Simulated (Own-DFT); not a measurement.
# From a pressure shift to a lattice shift: L1_0 TiAl, 32 atoms (Al16Ti16)

No measurement is shown. These are fixed-geometry runs of a retired plane-wave code named Own-DFT, which no person has reviewed; spin and spin-orbit coupling are neglected.

Known weak points: forces on such cells failed a check on a denser k mesh; stress not checked against mesh or cutoff.

Each geometry was run with PBE and with PBEsol, otherwise alike: PseudoDojo norm-conserving scalar-relativistic files made for PBE; cutoff 42 hartree; 4 x 4 x 4 k mesh centred on Gamma; cold (Marzari-Vanderbilt) smearing of 0.2 eV. Unstrained cell vectors in Å: (5.621, 5.621, 0.000); (-5.622, 5.622, 0.000); (0.000, 0.000, 8.133). Each has a uniform strain, of which the change of volume is shown, and random moves of rms u per axis.

```
run  volume change (%)   u (Å)  P with PBE (GPa)  P with PBEsol (GPa)
  1              -1.96  0.0476              4.13                 1.20
  2              -0.04  0.0479              1.90                -0.95
  3              -1.35  0.0500              3.47                 0.57
  4               0.22  0.0506              1.62                -1.21
  5               3.29  0.0481             -1.77                -4.47
  6               0.33  0.0482              1.34                -1.49
  7               0.46  0.0408              1.07                -1.76
  8               0.14  0.0471              1.72                -1.12
  9              -0.42  0.0494              2.24                -0.62
 10              -1.25  0.0478              3.39                 0.49
 11              -0.39  0.0589              2.57                -0.29
 12               0.91  0.0513              0.95                    ?
```

The question: by how much does PBEsol shrink this cell, and what belongs in the blank?

## Worked answer

Write v for the change of volume as a fraction. Fitted to v and u², the PBE pressure has a slope of -113 ± 2 GPa in v, with the ions held to the strained lattice. The difference PBEsol less PBE is -2.84 + 4.3 v GPa (slope ± 0.1) and averages -2.85 GPa. Divided by the mean slope of the two, 111 GPa, that makes PBEsol's volume at a given pressure, near 1 GPa, about 2.6 % smaller, or 0.85 % in lengths. At one volume PBEsol's slope is the smaller by 4 GPa, but its pressure there is lower too. If stiffness rises by about 4 GPa for each GPa, PBEsol at equal pressure is stiffer by about 7 GPa. Files made for PBEsol would give a different shift.

For run 12 the line gives -1.85 GPa. Computed: -1.85 GPa.
